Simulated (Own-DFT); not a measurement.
## Calculated data, Hf36O71 (tetragonal hafnia with one neutral oxygen vacancy, atoms displaced)

A calculation, not a measurement: plane-wave PBE and HSE06 DFT by an unreviewed code, no spin, of a simulated cell at Gamma alone, so results move with cell size and shape, stress positive in tension, energies less offsets, not probed for a lower state with spin; hafnium file: forces about 75 meV/angstrom off all-electron values; oxygen file: force components 24 meV/angstrom off all-electron in a glass; k mesh not checked against a denser one; forces and stress are PBE's, HSE06 gives the energy alone, and its difference from PBE has offsets of its own; offsets are fitted by least squares, one for each functional and potential file, so energies compare only between cells with the same atoms and settings and are not formation energies; the far tail of each file's local potential was reset to the Coulomb form; each entry is a single point on an unrelaxed cell, so the pressure reflects the starting lattice, taken from the Materials Project, from which strain is counted, and rises with the displacements; printed positions are rounded, which can move forces by about a meV/angstrom; the program is a retired in-house code; no spin-orbit coupling. Program: Own-DFT development build.

Settings shared by all entries: first functional PBE; second functional HSE06; exact exchange share 0.25; screening 0.11 1/bohr; exchange divergence Gygi-Baldereschi; potential files PseudoDojo norm-conserving, scalar-relativistic, made for PBE, standard set; wave cutoff 48 hartree; occupations fixed; k mesh 1 x 1 x 1 centred on Gamma.

(1) Hf36O71 (tetragonal hafnia with one neutral oxygen vacancy, atoms displaced)

```cif
# cell vector a (Å): 10.7800 0.0000 0.0000
# cell vector b (Å): 0.0000 10.7800 0.0000
# cell vector c (Å): 0.0000 0.0000 10.4493
data_Hf36O71
_symmetry_space_group_name_H-M 'P 1'
_symmetry_Int_Tables_number 1
_cell_length_a 10.7800
_cell_length_b 10.7800
_cell_length_c 10.4493
_cell_angle_alpha 90.000
_cell_angle_beta 90.000
_cell_angle_gamma 90.000
_cell_volume 1214.30
loop_
_atom_site_label
_atom_site_type_symbol
_atom_site_fract_x
_atom_site_fract_y
_atom_site_fract_z
_atom_site_occupancy
Hf1 Hf 0.99711 0.99445 0.99883 1
Hf2 Hf 0.16705 0.16635 0.24536 1
O1 O 0.99965 0.16851 0.14912 1
O2 O 0.17243 0.01570 0.35682 1
O3 O 0.99590 0.16582 0.40957 1
O4 O 0.16223 0.99177 0.09854 1
Hf3 Hf 0.00974 0.00853 0.50041 1
Hf4 Hf 0.17583 0.17481 0.75402 1
O5 O 0.99291 0.15756 0.66308 1
O6 O 0.15760 0.99507 0.84513 1
O7 O 0.98533 0.16590 0.90091 1
O8 O 0.17649 0.01224 0.58495 1
Hf5 Hf 0.00189 0.33547 0.00300 1
Hf6 Hf 0.17757 0.50404 0.24270 1
O9 O 0.99968 0.50432 0.15153 1
O10 O 0.16901 0.31798 0.35963 1
O11 O 0.98990 0.50815 0.39882 1
O12 O 0.17378 0.30898 0.09377 1
Hf7 Hf 0.02658 0.34519 0.49102 1
Hf8 Hf 0.17068 0.49849 0.76419 1
O13 O 0.99423 0.51460 0.64118 1
O14 O 0.17557 0.35439 0.85099 1
O15 O 0.01004 0.49612 0.90823 1
O16 O 0.16569 0.33071 0.60539 1
Hf9 Hf 0.01134 0.66471 0.99958 1
Hf10 Hf 0.15510 0.83010 0.24964 1
O17 O 0.00913 0.82385 0.15159 1
O18 O 0.18961 0.66543 0.34608 1
O19 O 0.00640 0.83156 0.39139 1
O20 O 0.17055 0.67546 0.09566 1
Hf11 Hf 0.00505 0.66980 0.49062 1
Hf12 Hf 0.17104 0.82469 0.74630 1
O21 O 0.01048 0.84097 0.65446 1
O22 O 0.16371 0.66426 0.84705 1
O23 O 0.00179 0.83292 0.89339 1
O24 O 0.16520 0.65770 0.60942 1
Hf13 Hf 0.33205 0.00340 0.01140 1
Hf14 Hf 0.50105 0.17251 0.25764 1
O25 O 0.33651 0.16990 0.15226 1
O26 O 0.48872 0.99929 0.35086 1
O27 O 0.33080 0.17782 0.39333 1
O28 O 0.49683 0.00810 0.09490 1
Hf15 Hf 0.33734 0.99896 0.49747 1
Hf16 Hf 0.50337 0.16632 0.75284 1
O29 O 0.33031 0.15353 0.64985 1
O30 O 0.50957 0.00581 0.84933 1
O31 O 0.33489 0.16526 0.89567 1
O32 O 0.49481 0.00840 0.60311 1
Hf17 Hf 0.33864 0.32879 0.01993 1
Hf18 Hf 0.50373 0.50116 0.24271 1
O33 O 0.32850 0.49508 0.14439 1
O34 O 0.50040 0.33678 0.34928 1
O35 O 0.33647 0.50437 0.40153 1
O36 O 0.49898 0.33604 0.09811 1
Hf19 Hf 0.31595 0.33163 0.51229 1
Hf20 Hf 0.49535 0.49896 0.74816 1
O37 O 0.33617 0.48334 0.64566 1
O38 O 0.49799 0.32779 0.85698 1
O39 O 0.32633 0.50364 0.89274 1
O40 O 0.49288 0.33221 0.60564 1
Hf21 Hf 0.31376 0.65955 0.98730 1
Hf22 Hf 0.48239 0.83164 0.24023 1
O41 O 0.33147 0.83833 0.16249 1
O42 O 0.49915 0.66795 0.37429 1
O43 O 0.32913 0.83546 0.40015 1
O44 O 0.50300 0.66162 0.09763 1
Hf23 Hf 0.33209 0.66891 0.49730 1
Hf24 Hf 0.49616 0.83213 0.75940 1
O45 O 0.34073 0.82562 0.66109 1
O46 O 0.49441 0.66728 0.84454 1
O47 O 0.33232 0.83653 0.89713 1
O48 O 0.50868 0.65647 0.58727 1
Hf25 Hf 0.65139 0.00038 0.00169 1
Hf26 Hf 0.82279 0.17224 0.23871 1
O49 O 0.66822 0.17148 0.13929 1
O50 O 0.81997 0.00714 0.34671 1
O51 O 0.84407 0.00374 0.09495 1
Hf27 Hf 0.66379 0.00876 0.49151 1
Hf28 Hf 0.83314 0.16685 0.74446 1
O52 O 0.66115 0.15298 0.64865 1
O53 O 0.83827 0.99967 0.85628 1
O54 O 0.67735 0.16750 0.90440 1
O55 O 0.82813 0.99713 0.60307 1
Hf29 Hf 0.66960 0.32623 0.00363 1
Hf30 Hf 0.82333 0.50137 0.24455 1
O56 O 0.67801 0.49647 0.16400 1
O57 O 0.83997 0.32953 0.34967 1
O58 O 0.65785 0.48760 0.41713 1
O59 O 0.83226 0.34222 0.10456 1
Hf31 Hf 0.66231 0.33552 0.49814 1
Hf32 Hf 0.83268 0.50570 0.75319 1
O60 O 0.66147 0.50316 0.66537 1
O61 O 0.82730 0.33365 0.84217 1
O62 O 0.67558 0.51009 0.90551 1
O63 O 0.83634 0.33780 0.59805 1
Hf33 Hf 0.68245 0.66251 0.00480 1
Hf34 Hf 0.85305 0.81733 0.23746 1
O64 O 0.68403 0.84444 0.13711 1
O65 O 0.83560 0.65880 0.35484 1
O66 O 0.66908 0.83760 0.39941 1
O67 O 0.82958 0.66835 0.09223 1
Hf35 Hf 0.67083 0.67555 0.49187 1
Hf36 Hf 0.82715 0.82819 0.74581 1
O68 O 0.66418 0.83026 0.65976 1
O69 O 0.82264 0.66749 0.83530 1
O70 O 0.66347 0.82067 0.91115 1
O71 O 0.83355 0.66405 0.59338 1
```

```
PBE energy of cell above offsets : -85.860 eV
HSE06 less PBE above offsets     : 0.660 eV
PBE pressure                     : 5.32 GPa
PBE stress xx                    : -8.73 GPa
PBE stress yy                    : -2.41 GPa
PBE stress zz                    : -4.81 GPa
PBE stress yz                    : 0.4 GPa
PBE stress xz                    : -1.48 GPa
PBE stress xy                    : -0.07 GPa
```

Force:
```
element  x (eV/Å)  y (eV/Å)  z (eV/Å)
     Hf    -0.742     1.975    -2.913
     Hf    -0.924    -1.035     0.788
      O     0.176     0.597      0.66
      O     -0.77    -2.616    -1.954
      O      0.64     1.249    -0.223
      O     1.087     0.191     0.909
     Hf    -1.782     0.108     1.366
     Hf    -1.611    -2.574     0.511
      O     3.411    -0.018    -1.206
      O     0.901     1.364    -0.499
      O     1.572     1.708      1.28
      O    -1.337    -0.791     1.596
     Hf    -1.305     -2.94    -0.229
     Hf    -2.024    -0.511     2.777
      O     1.644     0.233    -0.111
      O    -0.482     3.632    -1.076
      O     2.359     -0.83    -0.586
      O     -1.85     1.861     0.815
     Hf    -7.211    -0.799     0.065
     Hf     -0.83     2.935    -5.412
      O     1.543    -1.319     1.464
      O    -0.574    -6.741     2.055
      O    -0.645     1.615     -0.47
      O    -1.007    -0.269     2.459
     Hf    -2.151     0.624    -1.833
     Hf     4.025     2.557     2.681
      O     -1.17    -0.649    -2.795
      O      -1.9     -0.29    -1.055
      O     0.144     0.727    -0.571
      O    -0.964    -0.699     1.756
     Hf     -1.36     -1.49     3.709
     Hf     -0.91     2.285     0.051
      O    -0.924    -0.377    -1.263
      O     0.055     0.633     2.323
      O     0.012    -2.328     1.986
      O     0.984     1.039    -1.794
     Hf    -1.632     -0.07      -2.7
     Hf    -0.016    -0.347     1.427
      O     0.071    -0.605     -0.83
      O     0.726      0.33    -1.287
      O     1.267    -1.096     0.771
      O    -0.935    -0.644     1.801
     Hf     0.804     1.608    -0.314
     Hf    -0.246     0.508    -1.563
      O     0.231     1.974     0.495
      O    -0.014    -1.248     1.116
      O    -0.975    -0.043     1.426
      O     0.448    -0.968    -0.787
     Hf    -0.042    -0.662    -4.564
     Hf    -0.381     0.893     2.823
      O     0.849     0.147    -0.559
      O     0.435    -0.141    -1.242
      O    -1.078    -1.874    -0.973
      O     1.783     0.662     1.859
     Hf     5.695     0.081     -1.88
     Hf     1.238     0.095    -0.405
      O      -1.6     1.215      0.91
      O     0.281     1.186      0.25
      O     0.646    -0.347     1.243
      O     0.736    -0.775    -0.676
     Hf     5.598     1.655    -1.541
     Hf      5.41    -0.727     3.558
      O    -2.811     0.167    -2.522
      O    -0.202     0.142    -5.134
      O     0.015    -0.469     0.294
      O     -0.83    -0.146     0.971
     Hf     1.999    -0.195     1.473
     Hf     2.165    -0.124    -0.409
      O     -1.32    -0.106    -1.933
      O    -0.907    -0.858     0.088
      O    -0.218    -0.194     2.008
      O     -1.93     0.165     1.905
     Hf     4.448    -1.619    -1.695
     Hf     2.599    -1.453     2.256
      O    -1.827    -0.027     0.702
      O     0.298    -0.051    -0.761
      O    -1.214    -0.267     1.064
     Hf     1.104    -0.497      0.73
     Hf    -0.714    -0.767     0.744
      O       0.6     1.058    -0.279
      O    -0.759    -1.238    -1.259
      O    -0.884     0.084    -0.158
      O     0.424    -0.227    -1.314
     Hf     0.519      0.64    -2.813
     Hf     6.342     -2.28     4.558
      O    -6.066     0.341    -2.617
      O     -1.09     0.701    -1.129
      O      0.58     4.004     -2.72
      O     0.701    -0.271    -1.054
     Hf     1.063    -2.585     2.689
     Hf    -0.979    -2.457    -2.836
      O     0.944    -0.693    -0.194
      O     0.361      1.03     1.415
      O    -0.534    -2.603     1.006
      O    -0.398    -0.467    -0.736
     Hf     -5.52     1.667    -2.781
     Hf    -5.893     3.062     2.416
      O     -1.29    -0.401     2.107
      O    -0.435     1.424    -1.915
      O    -0.122    -0.229     0.102
      O     5.541    -0.176      2.59
     Hf    -0.886    -0.162     1.635
     Hf     1.044     2.997      -0.3
      O    -0.936    -0.211    -0.603
      O     1.306     0.216     2.331
      O    -0.433     2.009    -1.248
      O     0.763     1.198    -0.299
```

(2) Hf36O71 (tetragonal hafnia with one neutral oxygen vacancy, atoms displaced)

```cif
# cell vector a (Å): 10.7800 0.0000 0.0000
# cell vector b (Å): 0.0000 10.7800 0.0000
# cell vector c (Å): 0.0000 0.0000 10.4493
data_Hf36O71
_symmetry_space_group_name_H-M 'P 1'
_symmetry_Int_Tables_number 1
_cell_length_a 10.7800
_cell_length_b 10.7800
_cell_length_c 10.4493
_cell_angle_alpha 90.000
_cell_angle_beta 90.000
_cell_angle_gamma 90.000
_cell_volume 1214.30
loop_
_atom_site_label
_atom_site_type_symbol
_atom_site_fract_x
_atom_site_fract_y
_atom_site_fract_z
_atom_site_occupancy
Hf1 Hf 0.00082 0.00684 0.99840 1
Hf2 Hf 0.17066 0.16900 0.25189 1
O1 O 0.99970 0.15983 0.15022 1
O2 O 0.16876 0.99535 0.34391 1
O3 O 0.99789 0.15837 0.40468 1
O4 O 0.16135 0.99602 0.09637 1
Hf3 Hf 0.99872 0.00424 0.49966 1
Hf4 Hf 0.16396 0.16780 0.75627 1
O5 O 0.00235 0.16847 0.65212 1
O6 O 0.16519 0.00141 0.84538 1
O7 O 0.99890 0.17468 0.89834 1
O8 O 0.16831 0.99905 0.59480 1
Hf5 Hf 0.00101 0.33154 0.99769 1
Hf6 Hf 0.16718 0.50193 0.25168 1
O9 O 0.00044 0.50090 0.15077 1
O10 O 0.99764 0.50212 0.40368 1
O11 O 0.16693 0.33484 0.09960 1
Hf7 Hf 0.00002 0.33262 0.50043 1
Hf8 Hf 0.16893 0.49962 0.74729 1
O12 O 0.00359 0.50341 0.65159 1
O13 O 0.16691 0.33794 0.84831 1
O14 O 0.99809 0.50032 0.90220 1
O15 O 0.16427 0.33915 0.60038 1
Hf9 Hf 0.00327 0.66696 0.99859 1
Hf10 Hf 0.16733 0.83777 0.25029 1
O16 O 0.99903 0.83387 0.15890 1
O17 O 0.16424 0.67270 0.34686 1
O18 O 0.99550 0.83530 0.40639 1
O19 O 0.16837 0.66683 0.10223 1
Hf11 Hf 0.00247 0.66725 0.50374 1
Hf12 Hf 0.16909 0.82946 0.75226 1
O20 O 0.00247 0.83740 0.65584 1
O21 O 0.17062 0.66479 0.84149 1
O22 O 0.00539 0.83312 0.90023 1
O23 O 0.16780 0.66412 0.60085 1
Hf13 Hf 0.33259 0.00611 0.00148 1
Hf14 Hf 0.50263 0.16483 0.25388 1
O24 O 0.32967 0.16333 0.14818 1
O25 O 0.49835 0.99936 0.34860 1
O26 O 0.33404 0.16505 0.39767 1
O27 O 0.50604 0.99676 0.09424 1
Hf15 Hf 0.33814 0.00311 0.50171 1
Hf16 Hf 0.50416 0.16411 0.74994 1
O28 O 0.32756 0.16529 0.65168 1
O29 O 0.49300 0.00396 0.84824 1
O30 O 0.33794 0.16714 0.90117 1
O31 O 0.50063 0.99942 0.59925 1
Hf17 Hf 0.33360 0.33526 0.00562 1
Hf18 Hf 0.49985 0.50069 0.25237 1
O32 O 0.33472 0.50328 0.15401 1
O33 O 0.50077 0.32838 0.34942 1
O34 O 0.33400 0.50278 0.40529 1
O35 O 0.49925 0.33429 0.09290 1
Hf19 Hf 0.33708 0.33400 0.49945 1
Hf20 Hf 0.50265 0.50050 0.74545 1
O36 O 0.33161 0.49857 0.65348 1
O37 O 0.50136 0.33390 0.84754 1
O38 O 0.32845 0.49998 0.90569 1
O39 O 0.50149 0.32907 0.59754 1
Hf21 Hf 0.33738 0.66914 0.00320 1
Hf22 Hf 0.50578 0.83250 0.25001 1
O40 O 0.33308 0.83237 0.14877 1
O41 O 0.50035 0.67008 0.35422 1
O42 O 0.33238 0.83251 0.40062 1
O43 O 0.49878 0.66374 0.09556 1
Hf23 Hf 0.33499 0.66982 0.49971 1
Hf24 Hf 0.50103 0.83593 0.74778 1
O44 O 0.33525 0.83582 0.64945 1
O45 O 0.49841 0.66346 0.85038 1
O46 O 0.32905 0.83294 0.90927 1
O47 O 0.49929 0.66559 0.59525 1
Hf25 Hf 0.66574 0.00036 0.00212 1
Hf26 Hf 0.83606 0.16902 0.25342 1
O48 O 0.67044 0.16455 0.15190 1
O49 O 0.83251 0.99712 0.34866 1
O50 O 0.66500 0.17225 0.40386 1
O51 O 0.83482 0.00135 0.10136 1
Hf27 Hf 0.66713 0.99837 0.50198 1
Hf28 Hf 0.83016 0.16809 0.74763 1
O52 O 0.66449 0.16906 0.65458 1
O53 O 0.83348 0.00331 0.85010 1
O54 O 0.66793 0.16673 0.90264 1
O55 O 0.83334 0.99597 0.60184 1
Hf29 Hf 0.66958 0.33289 0.99827 1
Hf30 Hf 0.83163 0.50085 0.24926 1
O56 O 0.66752 0.49629 0.14612 1
O57 O 0.83191 0.33463 0.35173 1
O58 O 0.66860 0.50007 0.40004 1
O59 O 0.83310 0.33370 0.10477 1
Hf31 Hf 0.66617 0.33464 0.50267 1
Hf32 Hf 0.83201 0.49660 0.75418 1
O60 O 0.66492 0.49895 0.65080 1
O61 O 0.83114 0.32904 0.84827 1
O62 O 0.66648 0.50259 0.90123 1
O63 O 0.83323 0.32790 0.59667 1
Hf33 Hf 0.66558 0.67194 0.99485 1
Hf34 Hf 0.83231 0.83044 0.25083 1
O64 O 0.66509 0.83214 0.14938 1
O65 O 0.83309 0.66630 0.34237 1
O66 O 0.66001 0.83461 0.40490 1
O67 O 0.82577 0.66991 0.09850 1
Hf35 Hf 0.66337 0.66850 0.49996 1
Hf36 Hf 0.83397 0.83206 0.75145 1
O68 O 0.66809 0.83158 0.65226 1
O69 O 0.83169 0.66391 0.85165 1
O70 O 0.66511 0.83391 0.90041 1
O71 O 0.84113 0.66926 0.60346 1
```

```
PBE energy of cell above offsets : -100.624 eV
HSE06 less PBE above offsets     : -0.138 eV
PBE pressure                     : 0.65 GPa
PBE stress xx                    : -0.03 GPa
PBE stress yy                    : -0.84 GPa
PBE stress zz                    : -1.08 GPa
PBE stress yz                    : 0.43 GPa
PBE stress xz                    : 0.07 GPa
PBE stress xy                    : -0.04 GPa
```

Force:
```
element  x (eV/Å)  y (eV/Å)  z (eV/Å)
     Hf    -0.696    -0.915     0.243
     Hf    -0.621    -0.426    -0.008
      O     0.567     0.732      0.37
      O     0.001     1.968     0.426
      O      0.33     2.536    -1.063
      O      0.97     0.239    -0.327
     Hf     0.669    -2.384     1.158
     Hf     0.578     0.129    -1.051
      O    -0.589    -0.109     0.066
      O     0.048      0.19     0.512
      O     0.274    -1.169     0.105
      O     0.008     0.114    -0.349
     Hf    -0.067     1.362     0.968
     Hf    -0.596      0.56    -0.152
      O     0.007     0.146     0.443
      O     0.614    -0.666    -0.137
      O    -0.314    -0.282     0.626
     Hf     0.255     0.366     0.108
     Hf    -0.114     0.018     0.284
      O    -1.357    -0.503     0.306
      O    -0.208    -1.003     0.416
      O    -0.284    -0.265     0.013
      O     0.602    -0.361    -1.369
     Hf    -0.327     0.151     0.856
     Hf     0.054    -0.996    -0.643
      O    -0.343    -0.352    -0.568
      O     0.127     -1.19     0.373
      O    -0.069    -0.202     0.149
      O    -0.359    -0.237    -0.912
     Hf     0.331     0.472    -0.288
     Hf    -0.441     0.741    -0.421
      O    -0.153    -0.309     0.255
      O    -0.463     0.088      1.03
      O    -0.377    -0.012     0.639
      O     0.406     0.451    -0.541
     Hf    -0.151    -1.009    -0.074
     Hf     0.198     0.055    -0.904
      O     0.788    -0.098     0.537
      O     0.276     0.189    -0.074
      O    -0.407     0.738     0.109
      O    -1.419      0.37     0.714
     Hf    -1.784    -0.825    -0.056
     Hf    -1.788     1.198     0.593
      O     1.065     0.179    -0.098
      O     0.504    -1.208    -0.246
      O    -0.589      0.65     0.345
      O     0.668     0.086      0.21
     Hf     0.069     0.337    -1.488
     Hf     0.586    -0.088    -0.685
      O    -0.045    -0.469     0.648
      O    -0.336     1.167    -0.225
      O    -0.134    -0.674    -0.409
      O     0.402    -0.284     0.901
     Hf    -1.007     -0.21     0.607
     Hf    -1.018    -0.424     1.436
      O     1.312    -0.126    -0.368
      O     0.206     0.068    -0.599
      O     0.326    -0.123     0.209
      O    -0.315     0.309    -0.017
     Hf    -1.112    -0.388    -0.357
     Hf    -1.542     0.125     -0.37
      O     0.862     0.284     0.869
      O     0.293    -0.819    -0.793
      O     0.373     0.412       0.4
      O     0.954     0.153      1.01
     Hf    -1.107     0.516    -0.072
     Hf    -0.511    -0.336     0.816
      O     0.388    -0.295     0.478
      O     0.031     0.865    -0.929
      O     0.263     0.661        -1
      O     0.361     0.012     0.681
     Hf     1.557     0.314    -0.052
     Hf    -0.189    -0.534    -0.502
      O     -0.72     0.153     0.453
      O    -0.694     0.684      0.28
      O    -0.034     -1.39     0.119
      O    -0.396    -0.261    -0.677
     Hf     0.798     0.546    -0.395
     Hf      0.78    -0.783     0.111
      O     0.616    -0.384    -0.569
      O     0.138    -0.396    -0.305
      O     -0.29    -0.334    -0.197
      O     -0.61     0.503     -0.29
     Hf    -0.471      0.66     0.468
     Hf     0.232    -0.302    -0.535
      O    -0.671     0.033     1.003
      O      0.34    -0.174    -0.102
      O    -0.467     0.281     0.284
      O      0.54    -0.271    -0.869
     Hf     0.451     0.186    -0.622
     Hf     0.776     0.914    -0.308
      O     0.814     0.113    -0.287
      O    -0.132     0.835     0.223
      O     0.299    -0.611    -0.378
      O    -0.146     0.319     0.542
     Hf     0.191    -1.112     0.654
     Hf     1.055     0.498    -0.559
      O     0.129     0.092     0.276
      O     -0.43     0.026     0.989
      O     0.226    -0.147    -0.226
      O     1.273    -0.087    -0.388
     Hf     1.119    -0.402     0.071
     Hf     1.128     0.112    -0.031
      O    -0.478    -0.027    -0.143
      O    -0.006     0.431    -0.414
      O    -0.128     0.708    -0.438
      O    -1.714    -0.081    -0.498
```
